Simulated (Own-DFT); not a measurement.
# Strain and stress in C40 NbSi2, 36 atoms (Nb12Si24)

Calculated results; nothing here was measured. They come from Own-DFT, an in-house plane-wave density functional program, since retired, whose code no person has reviewed. Each row is one single-point run on a periodic cell that was not relaxed, without spin or spin-orbit coupling.

Settings of every run: PBE; PseudoDojo norm-conserving scalar-relativistic files; cutoff 42 hartree; 4 x 4 x 5 k mesh centred on Gamma; cold (Marzari-Vanderbilt) smearing of 0.2 eV.

Known limits: forces on such cells failed a check on a denser k mesh; stress not checked against mesh or cutoff.

Unstrained cell vectors in Å: (0.000, 8.324, 0.000); (-9.613, 0.000, 0.000); (0.000, 0.000, 6.586). The unstrained cell was taken from the Materials Project. The random moves and any unrelaxed bonds add to the pressure at no strain. Each run strains this cell uniformly, with the atoms carried along. Every atom was also moved at random, by a Gaussian of width 0.05 Å on each axis. Strain is the symmetric tensor, in per cent. Stress is positive in tension, and the pressure is minus a third of its trace.

| run | e_xx (%) | e_yy (%) | e_zz (%) | e_yz (%) | e_xz (%) | e_xy (%) | s_xx (GPa) | s_yy (GPa) | s_zz (GPa) | s_yz (GPa) | s_xz (GPa) | s_xy (GPa) | P (GPa) | E (meV/atom) |
|---|---|---|---|---|---|---|---|---|---|---|---|---|---|---|
| 1 | 1.23 | 0.21 | 1.58 | 0.46 | 0.21 | 0.80 | 3.06 | 0.33 | 4.02 | 1.95 | 0.25 | 2.67 | -2.47 | 10.3 |
| 2 | 1.63 | 1.06 | 0.70 | -1.82 | -1.10 | -0.77 | 4.26 | 2.49 | 1.08 | -5.29 | -2.62 | -2.36 | -2.61 | 20.2 |
| 3 | 0.09 | -1.28 | -1.31 | 1.15 | 1.24 | -1.01 | -4.14 | -8.07 | -10.73 | 3.50 | 4.45 | -2.94 | 7.65 | 15.7 |
| 4 | 0.64 | 0.80 | -0.56 | -1.57 | -1.37 | 1.78 | -0.79 | -0.27 | -6.45 | -5.26 | -4.21 | 5.09 | 2.50 | 41.4 |
| 5 | -1.50 | -1.12 | 0.78 | 0.68 | 0.48 | -1.99 | -9.02 | -6.72 | -2.57 | 3.01 | 1.44 | -6.91 | 6.10 | 24.2 |
| 6 | -0.11 | -0.67 | 1.67 | -1.38 | 0.93 | -0.25 | -2.70 | -3.34 | 2.64 | -3.63 | 2.78 | -0.55 | 1.13 | 18.2 |
| 7 | -1.28 | -0.70 | 0.51 | 0.12 | -1.55 | 0.05 | -7.76 | -5.40 | -3.12 | -0.05 | -4.98 | -0.11 | 5.43 | 19.0 |
| 8 | -1.38 | 0.22 | 1.25 | 0.54 | 1.87 | 1.41 | -6.29 | -2.16 | 1.15 | 1.23 | 5.48 | 4.33 | 2.43 | 17.5 |
| 9 | 0.60 | -0.07 | 0.57 | 0.14 | -1.73 | -1.93 | 0.19 | -1.37 | -0.57 | 0.41 | -4.92 | -5.38 | 0.58 | 3.9 |
| 10 | -1.20 | -0.63 | -0.62 | 0.02 | 0.91 | -1.35 | -7.66 | -6.73 | -8.54 | -0.31 | 2.92 | -4.33 | 7.64 | 24.1 |
| 11 | -1.40 | 0.57 | -1.63 | 1.60 | 2.00 | -1.96 | -9.69 | -3.25 | -13.27 | 4.98 | 7.42 | -6.52 | 8.74 | 56.3 |
| 12 | -1.62 | -0.13 | 0.37 | 1.35 | -0.18 | -1.39 | -8.90 | -3.67 | -3.60 | 4.42 | -0.24 | -4.32 | 5.39 | 19.7 |
| 13 | 0.42 | 1.14 | -0.69 | 1.20 | -0.29 | -0.65 | -0.82 | 2.02 | -5.04 | 3.22 | -0.44 | -1.66 | 1.28 | 0.0 |
| 14 | 0.18 | 0.47 | 0.97 | 1.00 | -1.34 | -0.23 | -0.16 | 0.15 | 1.06 | 2.52 | -4.81 | -0.82 | -0.35 | 5.3 |
| 15 | -1.67 | 1.77 | 0.67 | 0.08 | -0.59 | 1.43 | -7.10 | 3.46 | -1.29 | -0.10 | -2.37 | 3.92 | 1.64 | 25.4 |
| 16 | 1.33 | -1.77 | 0.64 | 1.27 | 0.42 | 1.89 | ? | ? | ? | ? | ? | ? | ? | ? |

E is the free energy for each atom above the lowest run shown.

## Worked fit

Each stress component was fitted by least squares to a constant and the strains of the runs shown, as fractions, with shears doubled. Shear strains stay in the fit of a normal stress only where such slopes are resolved. The slopes, in GPa:

| stress | at no strain | per e_xx | per e_yy | per e_zz | scatter |
|---|---|---|---|---|---|
| s_xx | -2.8 | 373 ± 12 | 69 ± 16 | 86 ± 14 | 0.51 |
| s_yy | -2.6 | 70 ± 11 | 355 ± 14 | 90 ± 12 | 0.46 |
| s_zz | -4.1 | 83 ± 14 | 67 ± 18 | 466 ± 15 | 0.56 |

Each shear stress against twice its own strain: yz 148 ± 6, xz 161 ± 4, xy 153 ± 5 GPa. These are stiffnesses along x, y and z of the frame in which the cell vectors are given, which need not be the crystal's axes. The atoms are held to the strained lattice; where symmetry lets them move under strain, relaxing them would lower some slopes. The table should be nearly symmetric about its diagonal, and what it lacks of that shows the noise. A ninth of its sum, 185 ± 7 GPa, estimates the bulk modulus near the mean pressure of these runs, 3.0 GPa, so it lies above the value at zero pressure.

## Withheld run

Question: what normal stresses and pressure should run 16 give?

The fit gives s_xx = 1.5, s_yy = -7.3, s_zz = -1.2 and P = 2.3 GPa. The calculation gave 0.93, -7.46, -1.19 and P = 2.57 GPa.
